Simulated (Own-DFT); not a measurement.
Simulation results for GaP (zincblende, atoms displaced), SiC (2H silicon carbide, strained, atoms displaced)

All values are calculated (Own-DFT development build). A calculation, not a measurement: plane-wave PBE density functional theory by an unreviewed code, no spin, of a simulated periodic cell, stress positive in tension, free energy of the whole cell less one offset for each atom, forces on such cells passed a denser k mesh, this cell's mesh not checked; offsets are fitted by least squares, one for each functional and potential file, so energies compare only between cells with the same atoms and settings and are not formation energies; the far tail of each file's local potential was reset to the Coulomb form; each entry is a single point on an unrelaxed cell, so the pressure reflects the starting lattice, mostly measured values (interpolated for alloys), from which strain is counted, and rises with the displacements; printed positions are rounded, which can move forces by about a meV/angstrom; the program, named Own-DFT, is a retired in-house code; no spin-orbit coupling.

Common to all runs: functional PBE; potential files PseudoDojo norm-conserving, scalar-relativistic, standard set; wave cutoff 42 hartree; occupations Fermi-Dirac; smearing width 0.1 eV.

(1) 
```xyz
96
Lattice="16.3515 0.0000 0.0000 0.0000 10.9010 0.0000 0.0000 0.0000 10.9010" Properties=species:S:1:pos:R:3:force_x:R:1:force_y:R:1:force_z:R:1 formula=GaP k_mesh=2_x_3_x_3_centred_on_Gamma free_energy_of_cell_above_offsets=-53.466 pressure=2.74 stress_xx=-2.74 stress_yy=-2.75 stress_zz=-2.73 stress_yz=-0.11 stress_xz=-0.18 stress_xy=-0.09
Ga    16.3416    10.8860    10.8819      0.204      0.294      0.003
Ga    16.3313     2.7146     2.7157       0.47          0      0.076
Ga     2.7592    10.8918     2.7497     -0.507      0.098     -0.146
Ga     2.7152     2.7502     0.0173     -0.061     -0.321     -0.376
P      1.3692     1.3680     1.3534     -0.077     -0.312      0.173
P      1.3826     4.0784     4.1004     -0.522      0.138     -0.316
P      4.0700     1.3800     4.0782      0.354     -0.148      0.142
P      4.0591     4.0820     1.3591      0.219      0.276      0.137
Ga    16.3240    10.8980     5.4310      0.272      0.153      0.351
Ga     0.0042     2.7428     8.1505     -0.098     -0.242      0.233
Ga     2.7152    10.8623     8.1353     -0.074      0.504      0.477
Ga     2.7194     2.7375     5.4102      0.068     -0.226      0.696
P      1.3588     1.3616     6.8397     -0.034      0.046     -0.596
P      1.3440     4.0902     9.5224       0.36     -0.055     -0.004
P      4.0737     1.3409     9.5368       -0.2      0.091      0.047
P      4.0891     4.0951     6.8041     -0.062     -0.117      0.368
Ga    16.3489     5.4325    10.8529      0.278     -0.043      0.744
Ga    16.3273     8.1788     2.7327      0.459      0.011     -0.135
Ga     2.7418     5.4530     2.7599     -0.122     -0.044     -0.238
Ga     2.7331     8.1529     0.0139     -0.068       0.39      0.036
P      1.3929     6.8007     1.3637     -0.466     -0.112      0.113
P      1.3704     9.5411     4.1290     -0.136     -0.079     -0.482
P      4.1046     6.8087     4.0823     -0.079      0.337      0.117
P      4.0932     9.5513     1.3812     -0.039     -0.265     -0.231
Ga     0.0312     5.4485     5.4779     -0.583     -0.252     -0.529
Ga     0.0178     8.1780     8.1849      0.052     -0.005     -0.126
Ga     2.7257     5.4855     8.2079     -0.165     -0.348     -0.563
Ga     2.7184     8.1669     5.4688      0.208      0.007     -0.125
P      1.3366     6.8028     6.7750      0.411      0.268      0.698
P      1.3737     9.5457     9.5332      0.076     -0.246      0.117
P      4.0796     6.8386     9.5203     -0.006     -0.244      0.403
P      4.0629     9.5755     6.8095      0.569     -0.569     -0.278
Ga     5.4424    10.8938     0.0031      0.042      0.127     -0.022
Ga     5.4306     2.7327     2.7191      0.197      0.063      0.053
Ga     8.1848     0.0191     2.7429     -0.308     -0.146      -0.19
Ga     8.1924     2.7664    10.8495     -0.111     -0.541      0.482
P      6.7948     1.3684     1.3616      0.385      0.139     -0.097
P      6.7907     4.1093     4.1196       0.27     -0.104      -0.52
P      9.5505     1.3558     4.0655      0.125      0.287       0.19
P      9.5485     4.0903     1.3520     -0.141     -0.155     -0.043
Ga     5.4827     0.0155     5.4286     -0.645     -0.051      0.035
Ga     5.4697     2.7101     8.2225     -0.476     -0.213     -0.642
Ga     8.1699    10.8740     8.2026     -0.068      0.107     -0.525
Ga     8.1950     2.7449     5.4360     -0.239     -0.343      0.163
P      6.7819     1.3233     6.8057      0.652      0.588      0.284
P      6.7587     4.0593     9.5679      0.653      0.561     -0.432
P      9.5285     1.3502     9.5044       0.29      0.312      0.188
P      9.5802     4.0859     6.7851      -0.42      0.288      0.229
Ga     5.4166     5.4317    10.8741     -0.086      0.217      0.315
Ga     5.4588     8.1731     2.6998      0.086      0.108      0.293
Ga     8.1996     5.4507     2.7007     -0.326      0.036      0.292
Ga     8.1554     8.1982     0.0161      0.164     -0.292      -0.19
P      6.8000     6.8063     1.3390      0.041     -0.162       0.03
P      6.8150     9.5477     4.1226      0.099     -0.288     -0.515
P      9.5321     6.8194     4.1087       0.16      0.061     -0.421
P      9.5198     9.5303     1.3741       0.25      0.201      0.032
Ga     5.4352     5.4650     5.4547      0.091      0.004      0.224
Ga     5.4193     8.1707     8.2053      0.268      0.357     -0.543
Ga     8.1678     5.4680     8.1802      0.085     -0.446      0.065
Ga     8.1760     8.1573     5.4508     -0.023      0.232      0.271
P      6.8121     6.8113     6.8331     -0.212      0.173     -0.091
P      6.8107     9.5340     9.5366     -0.183     -0.065      0.169
P      9.5494     6.8037     9.5503     -0.215      0.071      0.171
P      9.5497     9.5495     6.8079     -0.007     -0.281      0.166
Ga    10.9035    10.8963    10.8959     -0.063      0.067      0.113
Ga    10.9118     2.7410     2.7085     -0.295     -0.047      0.129
Ga    13.6189     0.0377     2.7373      0.098     -0.401     -0.356
Ga    13.6284     2.7220     0.0108      0.068     -0.023     -0.201
P     12.2674     1.4107     1.3715     -0.132     -0.563     -0.201
P     12.2036     4.1346     4.0548       0.86     -0.576      0.351
P     14.9806     1.3708     4.0787      0.161     -0.075      0.023
P     15.0051     4.0419     1.3465     -0.158      0.657      0.081
Ga    10.9109     0.0138     5.4541     -0.119     -0.379     -0.339
Ga    10.9187     2.7601     8.1586     -0.048     -0.509     -0.056
Ga    13.6210     0.0441     8.1375      0.149     -0.416      0.416
Ga    13.6635     2.7053     5.4496     -0.614      0.444     -0.131
P     12.2653     1.3307     6.7864     -0.025      0.693      0.062
P     12.2916     4.0719     9.5203     -0.366      0.025      0.515
P     14.9787     1.3764     9.5421      0.099     -0.059     -0.177
P     14.9805     4.0836     6.8280     -0.027      0.218     -0.193
Ga    10.9053     5.4331     0.0170      0.149      0.093     -0.278
Ga    10.9315     8.2017     2.7364      -0.46     -0.428     -0.209
Ga    13.6430     5.4430     2.7368     -0.159     -0.229     -0.485
Ga    13.6061     8.1738    10.8901      0.279     -0.082      0.054
P     12.2594     6.8028     1.3637      0.146      0.042      0.018
P     12.2820     9.5061     4.0673      -0.07      0.723      0.268
P     14.9745     6.7953     4.0461      0.289      0.105      0.738
P     15.0136     9.5408     1.3382     -0.532      0.086      0.277
Ga    10.9236     5.4760     5.4344     -0.301      0.011      0.152
Ga    10.9146     8.1768     8.2232     -0.313     -0.192      -0.65
Ga    13.5991     5.4370     8.2047      0.541      0.355     -0.224
Ga    13.6099     8.1841     5.4429      0.401     -0.252      0.219
P     12.2624     6.7940     6.8132      0.094      0.329      0.199
P     12.2558     9.5228     9.5143      0.398      0.515      0.236
P     15.0483     6.8055     9.5543     -0.876      0.187     -0.317
P     15.0037     9.5460     6.8349     -0.276     -0.153     -0.242
```

Units: free_energy_of_cell_above_offsets in eV; pressure, stress_xx, stress_yy, stress_zz, stress_yz, stress_xz, stress_xy in GPa; force_x, force_y, force_z in eV/Å.

(2) 
```xyz
32
Lattice="6.2681 -0.0192 0.0623 -3.1506 5.2523 -0.1055 0.1018 -0.1403 10.0385" Properties=species:S:1:pos:R:3:force_x:R:1:force_y:R:1:force_z:R:1 formula=SiC hardware=one_NVIDIA_H100 k_mesh=5_x_5_x_3_centred_on_Gamma free_energy_of_cell_above_offsets=-1.634 pressure=6.93 stress_xx=-1.92 stress_yy=-13.85 stress_zz=-5.02 stress_yz=-5.18 stress_xz=3.51 stress_xy=-1.67 wall_time=116.2
Si    -2.9275     5.0703     9.9295     -3.822      1.564      0.189
Si    -0.0081     1.7254     2.5186     -0.837      0.089     -1.578
C      3.0966     5.1447     1.8661      2.027      1.738     -0.547
C      0.0817     1.7793     4.3352     -1.485     -2.025      1.135
Si     0.0304    -0.0174     5.0216      1.012     -0.839       0.28
Si     0.0744     1.7227     7.4591     -0.062     -1.817      2.069
C      0.2078    -0.0702     6.9299     -3.329     -0.013      -0.76
C      0.0080     1.6385     9.4194      2.918     -0.981     -0.764
Si    -1.4617     2.5013     9.9527     -1.307     -1.476      1.424
Si    -1.5540     4.3936     2.4583     -0.703     -1.119      0.392
C     -1.5176     2.6689     1.8188     -1.153     -1.569        0.1
C     -1.5335     4.3041     4.3445     -0.357      0.525     -0.164
Si     4.6687     2.4324     4.9702      5.085      4.501       2.45
Si    -1.5644     4.2432     7.4678      2.092      0.079     -0.087
C      4.7453     2.4445     6.9532      0.679      0.946       -1.9
C     -1.4955     4.1983     9.3573      1.014      0.679     -1.034
Si     0.1035     5.0602     9.9577      -1.11      0.622       0.29
Si     3.0772     1.6760     2.4043       1.88      2.797      1.602
C      3.0778    -0.0127     1.9170       1.78     -1.516     -0.418
C      3.2878     1.7513     4.3966     -6.226     -3.282     -2.263
Si     3.2157    -0.0729     4.9902     -2.061      0.445      1.914
Si     3.2445     1.5857     7.4349     -1.325      0.538      3.104
C      0.0576     5.1256     6.9233      0.144      -2.13     -2.332
C      3.2211     1.5340     9.4447      -0.16      1.807     -0.508
Si     1.5817     2.6310     0.0279     -1.041      -0.83     -0.981
Si     1.6457     4.3533     2.4666     -3.032     -0.476      0.792
C      1.5028     2.5968     1.9399      1.185     -0.253     -1.078
C      1.5367     4.3129     4.3935      2.435      0.326      -1.01
Si     1.5761     2.5566     4.9754      1.902       0.18      0.989
Si     1.6315     4.2111     7.4795      0.561      1.593      0.491
C      1.6539     2.4669     6.9227      0.346      0.599     -1.781
C      1.5730     4.2275     9.3788      2.952     -0.699     -0.015
```

Units: free_energy_of_cell_above_offsets in eV; pressure, stress_xx, stress_yy, stress_zz, stress_yz, stress_xz, stress_xy in GPa; wall_time in s; force_x, force_y, force_z in eV/Å.

(3) 
```xyz
32
Lattice="6.2820 -0.0100 0.0243 -3.1497 5.2803 -0.0280 0.0396 -0.0299 9.8754" Properties=species:S:1:pos:R:3:force_x:R:1:force_y:R:1:force_z:R:1 formula=SiC hardware=one_NVIDIA_H100 k_mesh=5_x_5_x_3_centred_on_Gamma free_energy_of_cell_above_offsets=-1.659 pressure=9.06 stress_xx=2.36 stress_yy=-7.52 stress_zz=-22.01 stress_yz=-0.29 stress_xz=2.04 stress_xy=-0.95 wall_time=130.4
Si     0.0223     0.0416     0.0016      -1.15     -1.294     -0.183
Si    -0.0183     1.6047     2.5167      0.783      3.311       0.02
C      3.0715     5.2330     1.8628      1.711     -1.063     -0.756
C      0.0551     1.7466     4.3416     -0.265     -0.405     -0.056
Si     3.1352     5.1910     4.9538      1.333      1.493     -2.225
Si     0.0605     1.6895     7.4185     -0.793      0.907     -1.475
C      3.1166     5.2148     6.6931      1.543      0.154      4.044
C     -0.0066     1.7672     9.2749      1.352     -0.877     -0.132
Si    -1.4587     2.6216     0.1270     -3.317      0.602      -5.55
Si    -1.5867     4.4082     2.4401      1.168     -0.396      0.102
C      4.7093     2.5487     1.8268      1.622      1.463      4.276
C     -1.5348     4.3934     4.3070     -0.122      0.443     -0.249
Si    -1.5292     2.6222     4.8910      0.402       0.27     -0.302
Si    -1.4925     4.3449     7.3902     -1.084       0.67     -0.161
C     -1.5095     2.6388     6.7133     -0.107     -1.277      1.884
C     -1.5407     4.4228     9.3129     -0.051      -1.56     -0.829
Si     0.0208     5.2072     9.8540      1.543     -0.212      0.205
Si     3.1724     1.8791     2.3907     -1.367     -3.419      1.526
C      0.1068     5.1718     1.8477     -3.715      2.568     -0.481
C      3.1215     1.8074     4.3493      1.788      0.259     -1.771
Si     3.1701     0.0940     4.9507     -0.141     -2.306     -1.132
Si     3.1953     1.7060     7.3676     -0.471       1.09      0.935
C      3.1414    -0.0205     6.7527      1.138     -0.503      1.468
C      3.1935     1.6149     9.2686      0.133      2.586      0.269
Si     1.5119     2.5931     0.0679      2.126      0.016     -3.072
Si     1.5494     4.4323     2.4717      0.927     -2.444       0.67
C      1.5767     2.6021     1.8288     -0.916      0.079      2.186
C      1.6186     4.4331     4.3233     -1.331     -0.315     -0.134
Si     1.6493     2.6545     4.9332      -2.23      0.198      0.112
Si     1.6489     4.4350     7.4408     -1.676     -2.174     -1.923
C      1.5615     2.5535     6.7652      1.235      1.194      1.184
C      1.6334     4.3044     9.2298      -0.07      0.941       1.55
```

Units: free_energy_of_cell_above_offsets in eV; pressure, stress_xx, stress_yy, stress_zz, stress_yz, stress_xz, stress_xy in GPa; wall_time in s; force_x, force_y, force_z in eV/Å.

(4) 
```xyz
32
Lattice="6.1540 0.0444 -0.0143 -3.0386 5.3188 0.0446 -0.0234 0.0706 10.0965" Properties=species:S:1:pos:R:3:force_x:R:1:force_y:R:1:force_z:R:1 formula=SiC hardware=one_NVIDIA_H100 k_mesh=5_x_5_x_3_centred_on_Gamma free_energy_of_cell_above_offsets=-2.643 pressure=5.14 stress_xx=-10.29 stress_yy=-2.4 stress_zz=-2.71 stress_yz=2.84 stress_xz=-0.84 stress_xy=4.4 wall_time=119.9
Si     3.0795     5.3928    10.0574      0.809      0.284      1.317
Si    -0.0019     1.8029     2.3799      0.561     -1.859      2.282
C      3.1069     5.2491     1.9252      0.142      2.321     -1.193
C     -0.0316     1.8326     4.4106      0.579     -1.003     -1.167
Si     3.1189     5.3629     4.9844        0.2      1.427      1.989
Si    -0.0646     1.9119     7.5784      2.564     -2.122      0.843
C     -2.9407     5.3609     7.0235     -3.509      1.275     -1.334
C     -0.0502     1.8288     9.5366      1.423      0.466     -0.884
Si     4.5831     2.6986    10.0839      1.062      2.725       1.31
Si    -1.4693     4.4876     2.5189     -0.048     -0.976      0.364
C      4.6321     2.7042     1.9819     -0.399      0.996     -2.393
C     -1.5778     4.4208     4.4121       2.41      1.214      0.179
Si    -1.4790     2.7227     5.1147     -1.383     -0.392     -0.693
Si    -1.4975     4.5404     7.5957      0.923     -0.617      1.639
C     -1.5277     2.7490     7.0144     -0.548       0.55     -1.284
C     -1.4491     4.5826     9.5268     -1.431     -1.948     -0.714
Si     3.1110     0.1155    10.0483     -1.917      0.641      1.706
Si     3.0713     1.9112     2.5305      1.655     -2.523      1.132
C      3.0900     0.0634     1.8808      0.392      0.293      0.149
C      3.0503     1.9102     4.4567      1.415     -1.291     -0.878
Si     3.0680     0.1035     5.0070      -0.24     -0.668      0.451
Si     3.1644     1.8585     7.5723     -2.814      0.223     -0.346
C      3.0359     0.0974     6.9761      1.924     -0.015     -1.374
C      3.1321     1.8636     9.4527     -1.848      0.686     -0.119
Si     1.5765     2.7318     0.0772     -0.344     -1.397     -2.798
Si     1.5837     4.4867     2.5745     -0.642     -0.434      -0.46
C      1.6054     2.6080     1.8470     -1.989      2.217      1.682
C      1.6236     4.5167     4.4471     -2.242     -0.885     -0.261
Si     1.5097     2.6517     4.9789     -0.339      1.902      1.536
Si     1.5920     4.5089     7.5894     -0.274     -0.389      -0.63
C      1.4742     2.7029     6.8713      1.438      0.797      1.647
C      1.4898     4.5566     9.5410      2.469     -1.496     -1.699
```

Units: free_energy_of_cell_above_offsets in eV; pressure, stress_xx, stress_yy, stress_zz, stress_yz, stress_xz, stress_xy in GPa; wall_time in s; force_x, force_y, force_z in eV/Å.

(5) 
```xyz
32
Lattice="6.1202 0.1091 -0.0770 -2.9656 5.3285 0.0477 -0.1257 0.0174 10.1617" Properties=species:S:1:pos:R:3:force_x:R:1:force_y:R:1:force_z:R:1 formula=SiC hardware=one_NVIDIA_H100 k_mesh=5_x_5_x_3_centred_on_Gamma free_energy_of_cell_above_offsets=-3.030 pressure=2.76 stress_xx=-5.11 stress_yy=-1.85 stress_zz=-1.31 stress_yz=-0.43 stress_xz=-2.46 stress_xy=8.34 wall_time=123.2
Si     0.0211     0.0112     0.0106     -0.562      0.629     -0.482
Si    -0.0303     1.7710     2.6441       0.49       0.84     -2.792
C     -0.0205     0.0393     1.8554     -0.516     -0.392      1.587
C     -0.0471     1.7453     4.4797      1.154      2.188      -0.63
Si    -0.0315     0.0716     5.0124     -0.197      -3.09      1.879
Si     0.0204     1.7266     7.6413     -1.976      3.471      0.427
C     -0.0692     0.0795     7.0099      -0.51     -2.111     -1.418
C     -0.1045     1.7856     9.5383      0.884      0.888       0.23
Si    -1.4815     2.7198     0.0320      1.022     -0.216     -1.225
Si    -1.4847     4.3599     2.4970     -0.387      2.679      1.542
C      4.5503     2.8206     1.7796      0.625      -2.54      1.707
C     -1.5074     4.4153     4.4650      0.392     -0.062     -0.736
Si    -1.4982     2.6266     5.1358     -2.314      0.821      0.065
Si    -1.5312     4.5158     7.6592     -0.081      -1.97      -0.29
C      4.5143     2.7567     6.8947      0.618      0.214      1.985
C     -1.5522     4.5340     9.5740      0.684     -0.452     -0.311
Si     3.0141     0.1031    10.1174     -2.205      0.894      0.611
Si     3.0076     1.8410     2.4789      0.887      0.309      1.198
C      2.9768     0.0630     1.8766      0.536     -0.072     -0.466
C      2.9449     1.9065     4.4736      3.638     -2.682     -2.105
Si     0.0233     5.3320     5.0543     -0.161      1.331      0.446
Si     2.9735     1.8475     7.6754      0.686      0.752     -2.194
C     -0.0437     5.3796     6.9839      0.859      0.766      0.287
C      3.0233     1.9418     9.5298     -0.796     -0.989      0.123
Si     1.5966     2.7778     0.0131     -0.998     -1.094     -0.362
Si     1.5670     4.5738     2.5030      0.703      -0.96     -0.055
C      1.5688     2.7462     1.9063      -1.92       0.64     -0.031
C      1.5941     4.5005     4.3913     -0.361      1.217      0.492
Si     1.5755     2.7738     5.0565     -2.509      0.325       1.89
Si     1.5341     4.5708     7.6296     -0.437      0.032     -0.484
C      1.4461     2.8060     7.0460      0.913     -0.967     -1.108
C      1.4617     4.5589     9.5085       1.84     -0.398       0.22
```

Units: free_energy_of_cell_above_offsets in eV; pressure, stress_xx, stress_yy, stress_zz, stress_yz, stress_xz, stress_xy in GPa; wall_time in s; force_x, force_y, force_z in eV/Å.

(6) 
```xyz
32
Lattice="6.1284 0.0339 0.0083 -3.0348 5.4251 -0.0237 0.0136 -0.0369 10.0182" Properties=species:S:1:pos:R:3:force_x:R:1:force_y:R:1:force_z:R:1 formula=SiC hardware=one_NVIDIA_H100 k_mesh=5_x_5_x_3_centred_on_Gamma free_energy_of_cell_above_offsets=-2.838 pressure=3.36 stress_xx=-6.54 stress_yy=5.5 stress_zz=-9.04 stress_yz=-2.24 stress_xz=0.53 stress_xy=0.55 wall_time=121.1
Si     3.1145     5.4088     9.9623      0.516      1.301      0.049
Si     0.0959     1.8404     2.5592      -1.31     -0.522     -1.001
C      6.0910     0.0723     1.8121      0.533     -0.466      2.302
C      0.1427     1.8739     4.4935     -5.003      -3.05     -2.894
Si     6.0589     0.0534     5.0229      1.318     -0.551      0.635
Si    -0.0033     1.8225     7.4506      0.702     -1.559      1.281
C      3.0846     5.4111     6.8645     -0.647      0.481      0.982
C      0.0239     1.8294     9.3969      0.921     -1.441     -0.989
Si     4.6667     2.6127     9.9954     -2.503      2.132      0.685
Si    -1.5226     4.5142     2.5263     -1.054     -0.029     -0.888
C      4.5757     2.7134     1.9098      2.208      1.023     -0.367
C     -1.5468     4.5261     4.4035      0.398      0.267     -0.451
Si    -1.4683     2.7439     4.9891     -0.729     -0.167      0.303
Si    -1.4819     4.5422     7.5401     -0.491     -0.054     -3.627
C     -1.4520     2.7428     6.8718     -1.516      0.064      0.043
C     -1.5062     4.5478     9.2612      0.683     -1.538      4.431
Si     0.0356     5.4011    -0.0008     -1.045      1.006      0.034
Si     3.1377     1.7982     2.4753     -1.735      0.402      0.767
C      2.9994     0.0310     1.9450      1.032     -1.124     -0.898
C      3.1312     1.7897     4.3741     -0.007      0.278      0.338
Si     3.0586     0.0114     4.9988      0.388     -0.495      0.201
Si     3.1088     1.8118     7.4649     -0.235     -0.046      1.229
C      3.0438     0.0170     6.8837      1.034     -0.314      0.559
C      2.9745     1.7936     9.4783      3.185     -0.967     -1.698
Si     1.5504     2.7857     0.0007     -1.042     -0.673      0.955
Si     1.5411     4.5066     2.5390      0.354      1.447     -0.983
C      1.5568     2.7840     1.9060      0.363     -0.885     -0.334
C      1.5957     4.4965     4.3813     -1.143     -0.003      0.366
Si     1.5322     2.6336     5.0053       4.88      3.411       1.68
Si     1.5418     4.4375     7.6003      0.291      1.654     -3.134
C      1.5430     2.6952     6.9146      0.502      0.053     -0.525
C      1.6080     4.4954     9.3945     -0.846      0.368      0.947
```

Units: free_energy_of_cell_above_offsets in eV; pressure, stress_xx, stress_yy, stress_zz, stress_yz, stress_xz, stress_xy in GPa; wall_time in s; force_x, force_y, force_z in eV/Å.
